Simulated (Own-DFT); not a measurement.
GaP (zincblende, strongly disordered by large displacements) (calculated)

Computed with Own-DFT development build. A calculation, not a measurement: plane-wave PBE density functional theory by an unreviewed code, no spin, of a simulated periodic cell, stress positive in tension, free energy of the whole cell less one offset for each atom, forces on such cells passed a denser k mesh, this cell's mesh not checked; broken bonds can close the gap or carry spin, so checks made on this kind of crystal may not hold here; offsets are fitted by least squares, one for each functional and potential file, so energies compare only between cells with the same atoms and settings and are not formation energies; the far tail of each file's local potential was reset to the Coulomb form; each entry is a single point on an unrelaxed cell, so the pressure reflects the starting lattice, mostly measured values (interpolated for alloys), from which strain is counted, and rises with the displacements; printed positions are rounded, which can move forces by about a meV/angstrom; the program, named Own-DFT, is a retired in-house code; no spin-orbit coupling.

```json
{"formula": "GaP", "kind": "zincblende, strongly disordered by large displacements", "structure": {"cell_angstrom": [[10.901, 0.0, 0.0], [0.0, 10.901, 0.0], [0.0, 0.0, 10.901]], "atoms_fractional": [["Ga", 0.01362, 0.98411, 0.00017], ["Ga", 0.98585, 0.21613, 0.24664], ["Ga", 0.25157, 0.01952, 0.2424], ["Ga", 0.2478, 0.22531, 0.98618], ["P", 0.10709, 0.15479, 0.09623], ["P", 0.10757, 0.38454, 0.30398], ["P", 0.37164, 0.12635, 0.37997], ["P", 0.39444, 0.37329, 0.12766], ["Ga", 0.01249, 0.03103, 0.47217], ["Ga", 0.03523, 0.26923, 0.74963], ["Ga", 0.24941, 0.01448, 0.74897], ["Ga", 0.24859, 0.30124, 0.5042], ["P", 0.08966, 0.11881, 0.65045], ["P", 0.12744, 0.38037, 0.86143], ["P", 0.37588, 0.13814, 0.86805], ["P", 0.38718, 0.36825, 0.6647], ["Ga", 0.0136, 0.53161, 0.01398], ["Ga", 0.97962, 0.71184, 0.22659], ["Ga", 0.21602, 0.51726, 0.26555], ["Ga", 0.21622, 0.75078, 0.97295], ["P", 0.12938, 0.61258, 0.1163], ["P", 0.13483, 0.86836, 0.36481], ["P", 0.3753, 0.60615, 0.37733], ["P", 0.37766, 0.89321, 0.1652], ["Ga", 0.99458, 0.49497, 0.49435], ["Ga", 0.99236, 0.69886, 0.73135], ["Ga", 0.25045, 0.53493, 0.74867], ["Ga", 0.2288, 0.75038, 0.49237], ["P", 0.09666, 0.61009, 0.62469], ["P", 0.13666, 0.8747, 0.85905], ["P", 0.39109, 0.62155, 0.85216], ["P", 0.4108, 0.88614, 0.64279], ["Ga", 0.48622, 0.97603, 0.01493], ["Ga", 0.52519, 0.22222, 0.24522], ["Ga", 0.7738, 0.01236, 0.27175], ["Ga", 0.74807, 0.27093, 0.98822], ["P", 0.62993, 0.12737, 0.14293], ["P", 0.6106, 0.39706, 0.37516], ["P", 0.86909, 0.12381, 0.36623], ["P", 0.87719, 0.37248, 0.12029], ["Ga", 0.50578, 0.01555, 0.46854], ["Ga", 0.49613, 0.26313, 0.77541], ["Ga", 0.74905, 0.01569, 0.74688], ["Ga", 0.73319, 0.24701, 0.51144], ["P", 0.61412, 0.11242, 0.63701], ["P", 0.64217, 0.36865, 0.86544], ["P", 0.87258, 0.10639, 0.86718], ["P", 0.87177, 0.34689, 0.63763], ["Ga", 0.5067, 0.49861, 0.96009], ["Ga", 0.48669, 0.7429, 0.26053], ["Ga", 0.75411, 0.51305, 0.25377], ["Ga", 0.73126, 0.73692, 0.97342], ["P", 0.62393, 0.62259, 0.10842], ["P", 0.61026, 0.87522, 0.38464], ["P", 0.91161, 0.61256, 0.39575], ["P", 0.8452, 0.88407, 0.09554], ["Ga", 0.52281, 0.49868, 0.48199], ["Ga", 0.49024, 0.75668, 0.75149], ["Ga", 0.72701, 0.51375, 0.72718], ["Ga", 0.73028, 0.77373, 0.50798], ["P", 0.64501, 0.63322, 0.63006], ["P", 0.65766, 0.86853, 0.88786], ["P", 0.91191, 0.61892, 0.9058], ["P", 0.88034, 0.87941, 0.61536]]}, "settings": {"functional": "PBE", "potential_files": "PseudoDojo norm-conserving, scalar-relativistic, standard set", "wave_cutoff [hartree]": 42.0, "occupations": "Fermi-Dirac", "smearing_width [eV]": 0.1, "hardware": "one NVIDIA H100", "k_mesh": "3 x 3 x 3 centred on Gamma"}, "results": {"free_energy_of_cell_above_offsets [eV]": "7.177", "pressure [GPa]": 11.91, "stress_xx [GPa]": -11.26, "stress_yy [GPa]": -12.85, "stress_zz [GPa]": -11.63, "stress_yz [GPa]": 1.07, "stress_xz [GPa]": -2.92, "stress_xy [GPa]": 2.79, "force_element": ["Ga", "Ga", "Ga", "Ga", "P", "P", "P", "P", "Ga", "Ga", "Ga", "Ga", "P", "P", "P", "P", "Ga", "Ga", "Ga", "Ga", "P", "P", "P", "P", "Ga", "Ga", "Ga", "Ga", "P", "P", "P", "P", "Ga", "Ga", "Ga", "Ga", "P", "P", "P", "P", "Ga", "Ga", "Ga", "Ga", "P", "P", "P", "P", "Ga", "Ga", "Ga", "Ga", "P", "P", "P", "P", "Ga", "Ga", "Ga", "Ga", "P", "P", "P", "P"], "force_x [eV/angstrom]": [-1.167, 0.849, -2.252, 1.367, -0.593, -4.093, -1.412, -0.865, 1.048, -4.553, 1.192, 0.001, 2.405, 3.096, 0.587, -2.7, -0.561, -0.36, 7.055, 3.52, 5.58, -2.04, -1.569, 0.081, 2.638, -5.563, -1.179, 2.212, 7.592, -2.59, -1.486, -3.8, 1.616, -6.232, -5.756, 2.513, 5.411, 6.04, 1.788, 0.212, -0.385, 2.81, 0.537, -0.172, -1.494, -1.214, 1.803, 0.012, 0.076, 0.98, 0.581, 4.864, -0.804, 1.76, -6.767, 1.751, -5.053, 3.838, 5.486, 2.631, -5.453, -6.227, -7.72, 0.129], "force_y [eV/angstrom]": [0.25, 3.311, 1.188, 4.517, -3.712, -5.875, 2.95, -0.174, -2.761, -0.756, -0.588, -1.501, -2.297, 3.594, -3.9, 4.004, -10.76, 2.796, 3.439, -2.449, 5.298, 2.108, 1.209, -2.564, -8.011, 6.671, -3.126, -0.975, -2.894, 1.811, 1.492, 2.8, 1.208, 5.823, -6.65, -3.59, -4.492, -7.267, 4.781, 0.87, -0.098, -2.286, -2.903, 0.51, 1.658, 2.891, 2.8, 2.312, -1.505, -0.257, -0.575, -6.084, -0.109, -1.035, 6.198, -0.705, 4.866, -0.604, -6.734, -0.358, 4.685, 6.712, 4.95, -0.109], "force_z [eV/angstrom]": [-0.482, -2.3, 0.811, 0.433, 1.752, 4.904, -0.462, -1.015, 1.756, -0.819, -0.997, -0.371, -2.975, 4.252, 1.093, -4.484, 0.309, 0.098, -1.253, 3.031, 2.974, -1.731, 0.706, -2.487, 3.511, 5.168, -1.017, 1.999, -5.209, -2.261, 2.598, -3.485, -1.159, 4.524, -6.096, 2.56, -5.742, -5.776, 6.391, 0.745, 3.681, -0.263, -0.682, -0.193, -1.69, -2.08, 2.267, -0.924, 3.324, -0.796, -0.279, 4.43, 1.191, -2.878, -5.133, 2.382, 7.661, 1.247, 4.619, 0.484, -4.226, -5.309, -6.773, 0.444], "wall_time [s]": 595.6}}
```
